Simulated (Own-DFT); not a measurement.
# From a pressure shift to a lattice shift: wurtzite AlGaN with randomly placed atoms, 72 atoms (Al9Ga27N36)

Source: density functional calculations with Own-DFT, an unreviewed in-house program that is no longer used. Nothing was measured or relaxed, and spin and spin-orbit coupling are left out.

Limits: forces on such cells passed a denser k mesh, each cell not checked; stress not checked against mesh or cutoff.

Each geometry was run with PBE and with PBEsol, otherwise alike: PseudoDojo norm-conserving scalar-relativistic files made for PBE; cutoff 42 hartree; 4 x 4 x 3 k mesh centred on Gamma; Fermi-Dirac smearing of 0.1 eV. Unstrained cell vectors in Å: (9.509, 0.000, 0.000); (-4.755, 8.235, 0.000); (0.000, 0.000, 10.268). Each has a uniform strain, of which the change of volume is shown, and random moves of rms u per axis. The random placing of the alloy's atoms differs from row to row.

```
run,volume change (%),u (Å),P with PBE (GPa),P with PBEsol (GPa)
1,-5.42,0.0510,20.68,15.30
2,-1.49,0.0487,10.28,5.28
3,-3.47,0.0477,15.33,10.13
4,-5.42,0.0515,20.68,15.29
5,-1.00,0.0516,9.86,4.87
6,-1.99,0.0540,12.84,7.76
7,4.55,0.0557,-0.54,-5.08
8,0.50,0.0542,6.45,1.61
9,3.53,0.0562,1.30,?
```

Q: by how much does PBEsol shrink this cell, and what belongs in the blank?

## Worked answer

Write v for the change of volume as a fraction. Fitted to v and u², the PBE pressure has a slope of -230 ± 11 GPa in v, with the ions held to the strained lattice. The difference PBEsol less PBE is -4.91 + 8.6 v GPa (slope ± 0.2) and averages -5.05 GPa. Divided by the mean slope of the two, 226 GPa, that makes PBEsol's volume at a given pressure, near 9 GPa, about 2.2 % smaller, or 0.75 % in lengths. At one volume PBEsol's slope is the smaller by 9 GPa, but its pressure there is lower too. If stiffness rises by about 4 GPa for each GPa, PBEsol at equal pressure is stiffer by about 12 GPa. Files made for PBEsol would give a different shift.

For run 9 the line gives -3.30 GPa. The calculation gave -3.32 GPa.
